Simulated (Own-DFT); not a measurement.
# A pressure from energies alone: corundum Al2O3, 78 atoms (Al32O46), with two O vacancies

All values are computed. Each geometry was run twice at fixed positions with Own-DFT, a retired in-house plane-wave program that no person has reviewed: with PBE, and with HSE06 (exact exchange share 0.25 at short range, screening 0.11 per bohr, Gygi-Baldereschi treatment of its divergence). Both used PseudoDojo norm-conserving files made for PBE, a cutoff of 48 hartree, the Gamma point alone, fixed occupations, a neutral cell and no spin. The unstrained cell is 7.9 Å across at its thinnest, so Gamma alone is coarse and defects feel their images. The oxygen file's force components were 24 meV/Å off all-electron values in a glass.

Unstrained cell vectors in Å: (5.494, 0.000, 8.660); (-2.747, 4.758, 8.660); (-2.747, -4.758, 8.660), volume V0 = 679.1 Å³, from measured lattice constants. Each geometry has its own random strain of a few per cent, its own defect sites and random moves of rms u per axis. HSE06 gave the energy alone. D is its energy less that of PBE, over the lowest D shown. The PBE stress wasn't checked against mesh or cutoff.

```
run,V - V0 (Å³),u (Å),P with PBE (GPa),D (eV)
1,-20.5,0.0316,15.90,0.327
2,-17.5,0.0507,16.54,0.628
3,-0.9,0.0295,7.69,1.126
4,30.6,0.0280,-3.14,2.372
5,-9.0,0.0304,11.01,0.797
6,-0.3,0.0565,10.86,1.293
7,-28.9,0.0304,19.13,0.011
8,-15.5,0.0313,13.68,0.497
9,-2.8,0.0528,10.12,1.186
10,-13.8,0.0518,14.90,0.793
11,-31.9,0.0519,23.02,0.000
12,-3.3,0.0307,8.61,1.025
13,18.4,0.0317,0.90,?
```

## Fit

D = 1.08 + 0.0400 (V - V0) + 82 u² eV, with an error of 0.0006 on the volume slope, 9 on the last term and a scatter of 0.03 eV. Pressure is -dE/dV, and 1 eV/Å³ is 160.2 GPa, so HSE06 changes the pressure by -6.4 ± 0.1 GPa. With the ions held to the strained lattice, the PBE pressure falls by 260 ± 8 GPa per unit of volume strain; the shape of the strain isn't fitted, so the true error is larger, and a relaxed crystal would be softer. On that slope HSE06's volume at a given pressure is about 2.5 % smaller, or 0.8 % in lengths. At u = 0 and V0 the PBE pressure is 6.7 GPa, which puts the zero-pressure volume, against the measured cell and with the defects in, at +2.6 % for PBE and +0.1 % for HSE06, each good to a few tenths of a per cent.

## Prediction

Asked: what D should run 13 give?

Estimate: 1.90 eV, with rows scattering by 0.03. The run itself gave 1.853 eV.
